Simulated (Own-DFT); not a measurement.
Simulation results for InGa3As4 (zincblende random alloy, strained, atoms displaced)

All values are calculated (Own-DFT development build). A calculation, not a measurement: plane-wave PBE density functional theory by an unreviewed code, no spin, of a simulated periodic cell, stress positive in tension, free energy of the whole cell less one offset for each atom, forces on such cells passed a denser k mesh, this cell's mesh not checked; offsets are fitted by least squares, one for each functional and potential file, so energies compare only between cells with the same atoms and settings and are not formation energies; the far tail of each file's local potential was reset to the Coulomb form; each entry is a single point on an unrelaxed cell, so the pressure reflects the starting lattice, mostly measured values, from which strain is counted, and rises with the displacements; printed positions are rounded, which can move forces by about a meV/angstrom; the program is a retired in-house code; no spin-orbit coupling.

Entry: InGa3As4 (zincblende random alloy, strained, atoms displaced)

```
CELL_PARAMETERS angstrom
11.30660 0.00000 0.00000
0.00000 11.30660 0.00000
0.00000 0.00000 11.69140
ATOMIC_POSITIONS crystal
In 0.99732 0.99787 0.99640
In 0.99567 0.25764 0.24871
Ga 0.24724 0.99871 0.25368
Ga 0.24622 0.25547 0.00569
As 0.11729 0.12700 0.12672
As 0.12751 0.38114 0.37447
As 0.37751 0.11795 0.37924
As 0.37516 0.37676 0.12728
Ga 0.99409 0.99970 0.49946
Ga 0.00426 0.24120 0.75118
Ga 0.24407 0.99774 0.75362
Ga 0.24568 0.24303 0.50171
As 0.12124 0.12882 0.63147
As 0.12864 0.38243 0.87863
As 0.38223 0.12250 0.87627
As 0.37855 0.37620 0.62979
Ga 0.99884 0.49951 0.99602
Ga 0.00138 0.75356 0.24424
Ga 0.25455 0.50135 0.25848
Ga 0.24571 0.74127 0.00146
As 0.12505 0.62189 0.11976
As 0.13261 0.87246 0.37378
As 0.37229 0.62374 0.37431
As 0.37395 0.87709 0.12744
In 0.99445 0.49990 0.49714
In 0.99966 0.74703 0.75177
In 0.25086 0.49741 0.75183
Ga 0.25116 0.75064 0.49917
As 0.12187 0.62127 0.62387
As 0.13061 0.87125 0.87296
As 0.37436 0.62755 0.87654
As 0.37432 0.88215 0.62801
Ga 0.50357 0.99468 0.00086
In 0.49980 0.25696 0.24756
Ga 0.74811 0.00167 0.24668
Ga 0.74825 0.25858 0.00718
As 0.62795 0.12346 0.11945
As 0.62451 0.37449 0.36809
As 0.87712 0.11595 0.36798
As 0.87141 0.37321 0.12441
In 0.49874 0.99797 0.50239
Ga 0.50133 0.24487 0.74613
Ga 0.74691 0.99822 0.74874
Ga 0.74347 0.24223 0.50535
As 0.62855 0.12624 0.61863
As 0.62243 0.36955 0.87588
As 0.87731 0.12010 0.88011
As 0.87177 0.37161 0.61388
In 0.49766 0.50253 0.00719
Ga 0.50030 0.75403 0.25051
Ga 0.74704 0.49940 0.24713
Ga 0.75079 0.74204 0.00636
As 0.62981 0.61922 0.12041
As 0.62570 0.87386 0.38233
As 0.87918 0.62903 0.38141
As 0.88051 0.87542 0.11904
Ga 0.49964 0.49825 0.49938
Ga 0.49854 0.74417 0.74882
Ga 0.74953 0.50687 0.74642
Ga 0.75421 0.75619 0.50458
As 0.62846 0.62838 0.62418
As 0.62008 0.86671 0.87776
As 0.87648 0.61928 0.87209
As 0.87274 0.87928 0.61950
```

* functional: PBE
* potential files: PseudoDojo norm-conserving, scalar-relativistic, standard set
* wave cutoff: 42 hartree
* occupations: Fermi-Dirac
* smearing width: 0.1 eV
* k mesh: 3 x 3 x 3 centred on Gamma
* free energy of cell above offsets: -20.524 eV
* pressure: 6.48 GPa
* stress xx: -7.13 GPa
* stress yy: -7.06 GPa
* stress zz: -5.26 GPa
* stress yz: 0.87 GPa
* stress xz: -0.15 GPa
* stress xy: -0.45 GPa

Force:
```
element  x (eV/Å)  y (eV/Å)  z (eV/Å)
     In     1.807    -0.283    -0.048
     In      0.59    -0.384     0.961
     Ga     0.234     0.593    -0.455
     Ga     0.295    -0.631    -0.281
     As     2.129    -0.353    -0.114
     As     1.315    -0.858     0.171
     As    -1.895     1.316    -1.102
     As    -2.481     0.212    -0.001
     Ga     0.951     0.059    -0.267
     Ga    -1.092     1.384     0.794
     Ga     0.744     0.588    -0.058
     Ga     0.547      0.58    -0.159
     As      0.47    -1.198    -1.006
     As    -1.521    -2.073     0.759
     As    -0.885     0.171     0.103
     As     0.627     -1.34    -1.526
     Ga    -0.202     -0.18     0.437
     Ga     0.134    -0.337     0.448
     Ga    -0.447    -0.187     -1.11
     Ga     0.681     0.946    -0.151
     As    -0.297    -0.386     1.002
     As    -1.108     0.103     0.293
     As     0.882     0.603     0.442
     As    -0.234      -0.3    -0.294
     In     0.926    -0.374     0.389
     In    -0.115     0.697    -0.684
     In     0.219     0.924    -0.461
     Ga     0.075    -0.151     0.613
     As     1.233     0.879    -0.777
     As     0.853    -0.039     0.667
     As     0.132     1.072    -0.034
     As    -1.182    -1.872     1.144
     Ga    -0.246     0.126    -0.031
     In      -0.3    -1.999     0.061
     Ga    -0.026    -0.744    -0.025
     Ga     -0.04    -0.913    -1.141
     As     0.156     -0.43    -0.095
     As     1.385     1.031     2.136
     As    -1.021     0.268     1.247
     As    -0.546     1.986    -0.976
     In     0.503    -0.036     0.179
     Ga     0.203     0.085     0.255
     Ga     0.024     0.092     0.454
     Ga     1.111     0.826    -1.789
     As    -0.156    -0.134     2.091
     As      0.69      0.12    -0.924
     As    -2.052     2.044    -1.862
     As    -0.809    -1.102     2.248
     In    -0.095    -0.541    -1.578
     Ga     0.284    -0.375     0.012
     Ga     0.684     0.402     0.613
     Ga      0.48     0.548    -0.838
     As     0.492      1.66     2.091
     As     1.015    -0.836    -1.778
     As    -1.777      1.45    -2.401
     As    -1.956    -1.397      1.73
     Ga     0.234     0.074    -0.075
     Ga    -0.208     0.529    -0.052
     Ga    -0.063    -1.312     0.134
     Ga    -0.304    -0.582    -0.602
     As    -0.469    -0.096    -0.364
     As     0.741     0.064    -0.295
     As    -1.203    -0.367      1.23
     As    -0.118     0.377     0.651
```
